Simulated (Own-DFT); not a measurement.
# Response to strain: wurtzite AlN, 128 atoms (Al64N64)

All numbers below are calculated, not measured. The program, named Own-DFT, is a retired in-house plane-wave density functional code that no person has reviewed. Each row is one single-point run on a periodic cell that was not relaxed, without spin or spin-orbit coupling.

Settings of every run: PBE; PseudoDojo norm-conserving scalar-relativistic files; cutoff 42 hartree; 3 x 3 x 3 k mesh centred on Gamma; Gaussian smearing of 0.01 eV.

Known limits: k mesh not checked against a denser one; stress not checked against mesh or cutoff.

Unstrained cell vectors in Å: (12.448, 0.000, 0.000); (-6.224, 10.780, 0.000); (0.000, 0.000, 9.964). The unstrained cell has measured lattice constants (interpolated for alloys), not those of this functional. That, the random moves and any unrelaxed bonds set the pressure at no strain. Each run strains this cell uniformly, with the atoms carried along. Every atom was also moved at random, by a Gaussian of width 0.05 Å on each axis. Strain is the symmetric tensor, in per cent. Stress is positive in tension, and the pressure is minus a third of its trace.

| run | e_xx (%) | e_yy (%) | e_zz (%) | e_yz (%) | e_xz (%) | e_xy (%) | s_xx (GPa) | s_yy (GPa) | s_zz (GPa) | s_yz (GPa) | s_xz (GPa) | s_xy (GPa) | P (GPa) | E (meV/atom) |
|---|---|---|---|---|---|---|---|---|---|---|---|---|---|---|
| 1 | -0.99 | -1.63 | -1.25 | -0.63 | -0.50 | 1.52 | -14.21 | -17.28 | -13.65 | -1.50 | -1.87 | 7.62 | 15.05 | 44.2 |
| 2 | -1.82 | -0.49 | 0.21 | 1.46 | 1.58 | -0.21 | -13.69 | -10.92 | -6.44 | 3.60 | 3.34 | -1.21 | 10.35 | 18.8 |
| 3 | -1.41 | 1.81 | 0.29 | -0.45 | 1.20 | 1.45 | -10.05 | 1.03 | -4.01 | -1.73 | 2.83 | 5.37 | 4.34 | 12.5 |
| 4 | 1.58 | -1.39 | 1.79 | -0.29 | 1.54 | 1.69 | 1.72 | -9.61 | 1.69 | -0.56 | 3.40 | 6.05 | 2.06 | 14.7 |
| 5 | -1.87 | -1.22 | -1.36 | 1.72 | 1.53 | 1.60 | -18.18 | -16.25 | -14.10 | 4.02 | 4.61 | 4.80 | 16.18 | 50.9 |
| 6 | -1.26 | -0.29 | -0.50 | -1.43 | -0.85 | -1.29 | -11.90 | -8.24 | -10.91 | -4.40 | -1.78 | -5.36 | 10.35 | 21.5 |
| 7 | -0.26 | -1.00 | 0.98 | -1.16 | 0.23 | 0.18 | -8.85 | -10.18 | -0.33 | -3.30 | 1.18 | 1.47 | 6.45 | 12.0 |
| 8 | -1.68 | 0.74 | 0.64 | 0.04 | 1.00 | 1.50 | -14.81 | -4.28 | -1.55 | -0.50 | 2.98 | 5.51 | 6.88 | 29.0 |
| 9 | 1.11 | -0.58 | 0.44 | -0.93 | 0.43 | -1.98 | -1.02 | -8.50 | -3.55 | -3.65 | 1.50 | -7.01 | 4.36 | 22.1 |
| 10 | -0.03 | 1.07 | -0.06 | -0.21 | 1.92 | 1.77 | -5.87 | -2.07 | -3.48 | -0.73 | 5.19 | 5.79 | 3.81 | 23.0 |
| 11 | 0.23 | -1.21 | 1.87 | 0.07 | -0.97 | 0.04 | -5.02 | -12.05 | 3.54 | 0.97 | -2.36 | -0.16 | 4.51 | 17.7 |
| 12 | 1.79 | 0.01 | 1.92 | 1.81 | -0.97 | 0.17 | 4.33 | -3.42 | 3.84 | 4.80 | -2.19 | 0.09 | -1.58 | 5.3 |
| 13 | 0.79 | -1.70 | 0.26 | 1.29 | 1.34 | -0.17 | -2.97 | -14.88 | -4.79 | 3.56 | 3.72 | -1.90 | 7.55 | 25.6 |
| 14 | 1.12 | -1.96 | 1.35 | 1.30 | 0.14 | 0.04 | -1.03 | -14.65 | 0.17 | 2.88 | 0.54 | -0.86 | 5.17 | 12.5 |
| 15 | 1.40 | 1.26 | 1.28 | -1.40 | -0.91 | 0.36 | 1.90 | 1.53 | 2.84 | -3.77 | -1.86 | 1.33 | -2.09 | 0.0 |
| 16 | -0.62 | -1.69 | 0.48 | -1.07 | 1.45 | 1.24 | ? | ? | ? | ? | ? | ? | ? | ? |

E is the free energy for each atom above the lowest run shown.

## Worked fit

Each stress component was fitted by least squares to a constant and the strains of the runs shown, as fractions, with shears doubled. Shear strains stay in the fit of a normal stress only where such slopes are resolved. The slopes, in GPa:

| stress | at no strain | per e_xx | per e_yy | per e_zz | scatter |
|---|---|---|---|---|---|
| s_xx | -6.3 | 482 ± 31 | 87 ± 25 | 83 ± 39 | 1.05 |
| s_yy | -6.9 | 86 ± 23 | 494 ± 19 | 96 ± 30 | 0.80 |
| s_zz | -5.6 | 42 ± 33 | 85 ± 26 | 504 ± 41 | 1.11 |

Each shear stress against twice its own strain: yz 133 ± 6, xz 125 ± 8, xy 197 ± 10 GPa. These are stiffnesses along x, y and z of the frame in which the cell vectors are given, which need not be the crystal's axes. The atoms are held to the strained lattice; where symmetry lets them move under strain, relaxing them would lower some slopes. The table should be nearly symmetric about its diagonal, and what it lacks of that shows the noise. A ninth of its sum, 218 ± 3 GPa, estimates the bulk modulus near the mean pressure of these runs, 6.2 GPa, so it lies above the value at zero pressure.

## Withheld run

Question: what normal stresses and pressure should run 16 give?

The fit gives s_xx = -10.4, s_yy = -15.3, s_zz = -4.9 and P = 10.2 GPa. The calculation gave -11.51, -13.40, -5.67 and P = 10.19 GPa.
